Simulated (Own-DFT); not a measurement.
Simulation results for Si2SnGe5 (diamond-structure random alloy, strained, atoms displaced)

Computed with Own-DFT development build. A calculation, not a measurement: plane-wave density functional theory by an unreviewed code, no spin, of a simulated periodic cell, stress positive in tension, run twice, with PBE and with PBEsol, both on files made for PBE, so the change isn't that of files made for PBEsol, forces on such cells moved up to 12 meV/angstrom on a denser k mesh; the far tail of each file's local potential was reset to the Coulomb form; each entry is a single point on an unrelaxed cell, so the pressure reflects the starting lattice, mostly measured values (interpolated for alloys), from which strain is counted, and rises with the displacements; printed positions are rounded, which can move forces by about a meV/angstrom; the program, named Own-DFT, is a retired in-house code; no spin-orbit coupling; stress was not checked against mesh or cutoff.

Common to all runs: functional PBE, then PBEsol; potential files PseudoDojo norm-conserving, scalar-relativistic, standard set; wave cutoff 49 hartree; occupations Fermi-Dirac; smearing width 0.1 eV; k mesh 3 x 3 x 3 centred on Gamma.

(1) Si2SnGe5 (diamond-structure random alloy, strained, atoms displaced)

```xyz
64
Lattice="11.6385 0.0000 0.0000 0.0000 11.6385 0.0000 0.0000 0.0000 11.4103" Properties=species:S:1:pos:R:3 Si2SnGe5
Ge    11.6172     0.0048    11.3921
Si    11.6067     2.9109     2.8336
Ge     2.9656    11.5286     2.8064
Ge     2.9255     2.9016    11.3988
Si     1.5096     1.4193     1.4009
Si     1.3758     4.3746     4.2899
Sn     4.3212     1.3830     4.3548
Si     4.3733     4.3610     1.5141
Sn    11.6012     0.0963     5.6622
Ge    11.5677     3.0295     8.5938
Ge     2.8803     0.0214     8.5264
Si     3.0042     2.9736     5.6541
Sn     1.4886     1.4263     7.1367
Ge     1.5032     4.4276     9.9806
Ge     4.4761     1.4544    10.0275
Ge     4.3646     4.3359     7.1491
Ge    11.6172     5.7906     0.0751
Sn    11.5716     8.7293     2.7237
Ge     2.9229     5.8471     2.8523
Ge     2.8681     8.7463     0.0336
Sn     1.3994     7.2855     1.4370
Ge     1.5212    10.1559     4.2564
Ge     4.4063     7.2892     4.2377
Ge     4.3563    10.2144     1.4213
Ge    11.5895     5.8701     5.7306
Ge    11.6074     8.6903     8.4768
Ge     2.9345     5.8226     8.5647
Ge     2.8780     8.6811     5.6773
Ge     1.4577     7.2322     7.1854
Ge     1.3938    10.2671     9.9314
Si     4.3628     7.3337    10.0527
Ge     4.4172    10.0624     7.2042
Si     5.8342    11.6211     0.1145
Ge     5.8943     2.7966     2.8073
Ge     8.7569     0.0050     2.8673
Ge     8.7349     2.9212     0.0781
Si     7.2981     1.4436     1.4449
Ge     7.4102     4.3847     4.2395
Sn    10.1365     1.5082     4.2687
Si    10.1606     4.3435     1.4025
Ge     5.7552    11.6350     5.7428
Ge     5.8118     2.8678     8.5399
Si     8.7817     0.0202     8.5592
Ge     8.8294     2.8786     5.7087
Sn     7.2922     1.3973     7.1791
Si     7.3081     4.3427     9.9525
Si    10.2748     1.3468     9.9767
Ge    10.1495     4.3692     7.0947
Ge     5.8694     5.8306    11.3926
Si     5.8758     8.8042     2.8484
Ge     8.7872     5.8443     2.8661
Ge     8.7367     8.7957    11.3471
Ge     7.2138     7.3495     1.4420
Ge     7.2470    10.1984     4.2661
Ge    10.2645     7.3267     4.1910
Sn    10.0909    10.1276     1.3759
Ge     5.8513     5.8619     5.6449
Si     5.8345     8.7420     8.5805
Si     8.6808     5.8561     8.5914
Ge     8.6706     8.7152     5.6904
Ge     7.2795     7.3579     7.1370
Ge     7.2943    10.1759     9.9653
Ge    10.1286     7.3679     9.9793
Si    10.2166    10.1826     7.1876
```

- PBE pressure: 2 GPa
- PBE stress xx: -1.64 GPa
- PBE stress yy: -1.53 GPa
- PBE stress zz: -2.82 GPa
- PBE stress yz: 0.01 GPa
- PBE stress xz: -0.47 GPa
- PBE stress xy: 0.77 GPa
- PBEsol pressure: -0.44 GPa
- PBEsol stress xx: 0.8 GPa
- PBEsol stress yy: 0.9 GPa
- PBEsol stress zz: -0.37 GPa
- PBEsol stress yz: 0.01 GPa
- PBEsol stress xz: -0.46 GPa
- PBEsol stress xy: 0.74 GPa
- rms change of force components from PBE to PBEsol: 0.047 eV/Å

Force:
```csv
force element,PBE force x (eV/Å),PBE force y (eV/Å),PBE force z (eV/Å),PBEsol force x (eV/Å),PBEsol force y (eV/Å),PBEsol force z (eV/Å)
Ge,0.981,0.77,0.045,0.961,0.68,0.033
Si,1.34,0.902,-1.175,1.281,0.85,-1.125
Ge,-1.438,0.596,-0.278,-1.36,0.537,-0.245
Ge,0.292,0.176,0.531,0.288,0.172,0.458
Si,-0.54,0.262,0.308,-0.498,0.221,0.273
Si,0.625,-0.185,-0.073,0.607,-0.117,-0.062
Sn,0.03,0.822,-1.369,0.084,0.737,-1.362
Si,0.285,-0.178,-0.671,0.279,-0.171,-0.655
Sn,0.548,-3.8,0.488,0.567,-3.659,0.454
Ge,0.177,-0.57,0.525,0.198,-0.526,0.478
Ge,2.106,-1.342,1.533,2.022,-1.305,1.484
Si,-1.703,1.389,0.514,-1.634,1.335,0.537
Sn,0.748,3.222,0.53,0.704,3.086,0.541
Ge,-0.625,-0.345,0.4,-0.609,-0.333,0.379
Ge,-0.648,-0.608,0.245,-0.657,-0.547,0.198
Ge,0.256,0.425,-0.608,0.274,0.43,-0.556
Ge,-1.128,-0.819,-1.617,-1.05,-0.756,-1.587
Sn,1.103,1.356,3.543,1.067,1.298,3.452
Ge,0.426,-1.333,0.866,0.409,-1.228,0.843
Ge,0.87,0.942,-1.486,0.813,0.94,-1.405
Sn,2.444,-2.07,-1.426,2.374,-2.011,-1.393
Ge,-0.002,0.048,-0.068,0.01,0.05,-0.073
Ge,0.069,0.368,-0.159,0.034,0.323,-0.123
Ge,0.906,-0.908,-0.277,0.805,-0.876,-0.246
Ge,0.446,-0.425,-0.377,0.409,-0.387,-0.344
Ge,0.113,0.563,0.619,0.142,0.514,0.634
Ge,0.583,0.459,0.419,0.523,0.413,0.382
Ge,0.537,-0.092,0.454,0.521,-0.086,0.435
Ge,0.06,0.065,-0.624,0.046,0.064,-0.605
Ge,0.351,-0.844,0.072,0.337,-0.811,0.075
Si,0.342,-0.119,-0.554,0.303,-0.146,-0.505
Ge,-0.722,0.575,-0.408,-0.732,0.605,-0.439
Si,0.616,0.351,-0.735,0.561,0.306,-0.747
Ge,0.011,1.286,0.043,0.004,1.249,0.091
Ge,-2.185,0.054,-0.458,-2.099,0.026,-0.416
Ge,0.034,-0.666,-1.035,0.029,-0.646,-1.002
Si,0.075,-0.555,-0.356,0.115,-0.505,-0.307
Ge,-0.804,-0.521,0.329,-0.767,-0.497,0.321
Sn,-0.264,0.921,-2.443,-0.299,0.854,-2.325
Si,0.443,0.076,0.69,0.397,0.107,0.644
Ge,0.761,-2.312,0.594,0.738,-2.239,0.57
Ge,-0.241,1.38,1.156,-0.267,1.305,1.098
Si,1.281,-1.36,1.172,1.185,-1.333,1.146
Ge,-1.862,2.106,0.944,-1.797,2.049,0.91
Sn,0.418,0.293,-0.693,0.352,0.329,-0.715
Si,-0.052,0.245,0.105,-0.087,0.197,0.141
Si,-1.038,1.295,-0.21,-0.97,1.294,-0.172
Ge,-0.293,0.849,0.722,-0.249,0.786,0.669
Ge,-0.669,-0.426,0.087,-0.623,-0.379,0.119
Si,-0.769,-0.197,-0.057,-0.75,-0.189,-0.057
Ge,0.059,0.145,-0.79,0.037,0.165,-0.727
Ge,-2.08,-1.789,-0.92,-2.01,-1.727,-0.898
Ge,0.715,-0.204,-0.13,0.725,-0.231,-0.161
Ge,-0.058,0.195,0.19,-0.02,0.213,0.215
Ge,-1.766,-1.27,2.032,-1.724,-1.243,1.965
Sn,-0.754,3.017,-1.016,-0.733,2.927,-0.992
Ge,0.209,-0.434,0.498,0.201,-0.409,0.48
Si,-0.057,-0.597,0.636,-0.02,-0.552,0.586
Si,0.075,-0.22,-0.24,0.109,-0.173,-0.271
Ge,1.119,0.623,0.011,1.048,0.582,-0.01
Ge,-0.401,-0.843,0.511,-0.379,-0.809,0.423
Ge,-0.518,0.814,-0.124,-0.463,0.753,-0.084
Ge,0.379,-1.298,-0.176,0.39,-1.213,-0.145
Si,-1.213,-0.258,-0.256,-1.151,-0.291,-0.279
```

(2) Si2SnGe5 (diamond-structure random alloy, strained, atoms displaced)

```xyz
64
Lattice="11.6385 0.0000 0.0000 0.0000 11.6385 0.0000 0.0000 0.0000 11.4103" Properties=species:S:1:pos:R:3 Si2SnGe5
Si     0.0267     0.0503    11.4004
Si    11.6138     2.9306     2.8050
Ge     2.8370    11.6148     2.8492
Ge     2.8667     2.9002    11.3676
Ge     1.4064     1.4498     1.4804
Sn     1.4706     4.3052     4.2775
Si     4.3057     1.3684     4.2783
Sn     4.4162     4.2850     1.4835
Si     0.0521     0.0033     5.6879
Si     0.0290     2.8741     8.5536
Sn     2.9315     0.0060     8.4855
Ge     2.9397     2.9298     5.7352
Si     1.4471     1.3913     7.1287
Ge     1.4993     4.3031     9.8915
Ge     4.4431     1.4293    10.0111
Ge     4.3043     4.3959     7.2002
Ge    11.6154     5.7809     0.0760
Si    11.5614     8.7265     2.7884
Ge     2.8562     5.8243     2.7544
Ge     2.8287     8.6735     0.0060
Ge     1.4210     7.3472     1.3608
Ge     1.4661    10.2688     4.1333
Si     4.2949     7.3182     4.2531
Sn     4.4581    10.1714     1.4734
Ge     0.0552     5.8531     5.6831
Ge     0.1002     8.6744     8.4934
Si     2.8924     5.7627     8.4598
Ge     2.9159     8.6904     5.6545
Ge     1.4496     7.2665     7.0905
Ge     1.3754    10.1970     9.9323
Si     4.4262     7.2188    10.0149
Ge     4.3469    10.1153     7.0107
Si     5.8307     0.0627    11.4092
Ge     5.8409     2.9132     2.8621
Ge     8.7416    11.6338     2.8302
Ge     8.7899     2.9252    11.3669
Sn     7.3974     1.4577     1.3885
Ge     7.2762     4.4186     4.2836
Si    10.1459     1.3127     4.2742
Ge    10.2413     4.3807     1.3770
Ge     5.8349     0.0096     5.7557
Si     5.7285     2.8525     8.5453
Sn     8.7306     0.0092     8.4993
Ge     8.7165     2.9215     5.7491
Ge     7.4429     1.4550     7.0749
Ge     7.1714     4.3739    10.1046
Ge    10.1619     1.5510    10.0413
Ge    10.2402     4.4257     7.2327
Ge     5.7632     5.7855     0.0004
Sn     5.8744     8.7749     2.8759
Si     8.6738     5.7993     2.7775
Ge     8.6423     8.6274     0.0209
Ge     7.3795     7.3320     1.5025
Ge     7.2561    10.1135     4.3308
Ge    10.1684     7.1659     4.3470
Si    10.1770    10.1017     1.4439
Ge     5.7145     5.8704     5.6671
Ge     5.8240     8.6869     8.5350
Ge     8.6800     5.7996     8.5818
Ge     8.6514     8.7846     5.7312
Ge     7.3324     7.2310     7.0797
Ge     7.2701    10.2149     9.9625
Sn    10.1688     7.2888     9.8906
Si    10.1450    10.1832     7.1567
```

- PBE pressure: 1.8 GPa
- PBE stress xx: -1.4 GPa
- PBE stress yy: -1.36 GPa
- PBE stress zz: -2.65 GPa
- PBE stress yz: 0.9 GPa
- PBE stress xz: -0.21 GPa
- PBE stress xy: 0.49 GPa
- PBEsol pressure: -0.64 GPa
- PBEsol stress xx: 1.04 GPa
- PBEsol stress yy: 1.08 GPa
- PBEsol stress zz: -0.2 GPa
- PBEsol stress yz: 0.85 GPa
- PBEsol stress xz: -0.21 GPa
- PBEsol stress xy: 0.48 GPa
- rms change of force components from PBE to PBEsol: 0.05 eV/Å

Force:
```csv
force element,PBE force x (eV/Å),PBE force y (eV/Å),PBE force z (eV/Å),PBEsol force x (eV/Å),PBEsol force y (eV/Å),PBEsol force z (eV/Å)
Si,-0.861,-0.687,0.441,-0.818,-0.642,0.407
Si,-1.257,-1.378,0.141,-1.207,-1.324,0.105
Ge,0.815,1.487,-0.082,0.75,1.402,-0.089
Ge,-0.072,-0.901,-0.163,-0.064,-0.869,-0.162
Ge,-0.104,0.25,-0.69,-0.036,0.234,-0.67
Sn,-0.266,0.252,-0.572,-0.215,0.293,-0.516
Si,0.468,0.621,0.211,0.456,0.606,0.205
Sn,-1.243,0.546,-0.88,-1.201,0.537,-0.863
Si,-0.713,-0.234,0.101,-0.667,-0.272,0.066
Si,0.018,-0.242,-0.234,-0.02,-0.2,-0.19
Sn,0.361,-0.461,0.603,0.389,-0.494,0.622
Ge,0.661,-1.765,0.744,0.638,-1.648,0.72
Si,-1.264,1.615,-1.086,-1.164,1.587,-1.057
Ge,-0.509,0.529,0.137,-0.484,0.497,0.19
Ge,-0.085,0.629,0.305,-0.143,0.616,0.29
Ge,0.873,-0.595,-0.492,0.842,-0.589,-0.545
Ge,1.198,0.178,-1.086,1.147,0.175,-1.042
Si,0.227,-0.15,0.586,0.27,-0.196,0.613
Ge,0.223,1.691,0.616,0.197,1.612,0.579
Ge,0.768,0.313,-1.373,0.706,0.312,-1.293
Ge,-0.689,-0.655,0.959,-0.631,-0.668,0.894
Ge,-1.399,-1.573,1.423,-1.288,-1.503,1.36
Si,-0.415,-1.156,-0.003,-0.406,-1.134,0.004
Sn,-2.617,2.011,-2.726,-2.581,1.926,-2.603
Ge,-0.949,-0.086,0.972,-0.929,-0.069,0.946
Ge,-0.573,1.456,-0.594,-0.533,1.384,-0.55
Si,-0.003,1.084,1.328,-0.027,1.031,1.269
Ge,-0.52,0.315,-0.625,-0.517,0.341,-0.568
Ge,0.901,-0.297,-0.023,0.834,-0.261,-0.048
Ge,-0.009,-0.281,0.978,0.02,-0.312,0.912
Si,-1.122,0.134,-0.822,-1.066,0.153,-0.778
Ge,0.905,-0.473,0.272,0.882,-0.453,0.264
Si,0.332,-0.547,-1.199,0.324,-0.535,-1.183
Ge,0.63,-1.458,2.231,0.63,-1.376,2.13
Ge,1.158,-1.977,1.221,1.065,-1.91,1.175
Ge,0.203,1.724,-0.214,0.203,1.66,-0.208
Sn,-1.217,0.232,0.047,-1.143,0.261,0.08
Ge,-0.173,-0.116,-0.019,-0.206,-0.145,0.005
Si,0.791,1.253,0.208,0.71,1.227,0.188
Ge,-0.925,-0.505,1.029,-0.886,-0.479,0.927
Ge,-0.053,0.127,-0.7,-0.027,0.074,-0.662
Si,1.137,0.443,0.047,1.1,0.431,0.051
Sn,1.056,-0.23,1.508,0.971,-0.177,1.498
Ge,1.349,0.585,-1.087,1.269,0.57,-1.023
Ge,-3.175,1.352,-0.386,-3.048,1.288,-0.395
Ge,0.428,-0.76,-1.561,0.437,-0.704,-1.477
Ge,1.655,-0.502,-0.519,1.541,-0.468,-0.493
Ge,0.043,-0.607,-0.441,0.009,-0.554,-0.444
Ge,0.926,1.591,0.183,0.933,1.483,0.196
Sn,0.689,-2.907,1.821,0.715,-2.785,1.745
Si,0.994,-0.3,0.695,0.97,-0.289,0.679
Ge,0.649,2.079,-0.059,0.601,1.984,-0.069
Ge,-0.61,-1.878,-0.809,-0.61,-1.766,-0.826
Ge,1.128,2.383,0.791,1.092,2.298,0.775
Ge,-0.577,1.052,-1.081,-0.541,1.01,-0.998
Si,-0.011,0.679,-0.691,-0.083,0.681,-0.693
Ge,0.209,-0.01,0.063,0.24,-0.036,0.089
Ge,-0.123,-0.125,0.11,-0.086,-0.093,0.075
Ge,-1.051,-1.161,-0.578,-1,-1.108,-0.572
Ge,1.384,-0.519,0.202,1.289,-0.533,0.171
Ge,-0.838,-0.003,0.284,-0.815,0.01,0.279
Ge,-1.255,-0.84,1.146,-1.195,-0.841,1.08
Sn,0.488,-0.207,0.929,0.467,-0.213,0.905
Si,2.01,-1.025,-1.538,1.94,-1.034,-1.481
```
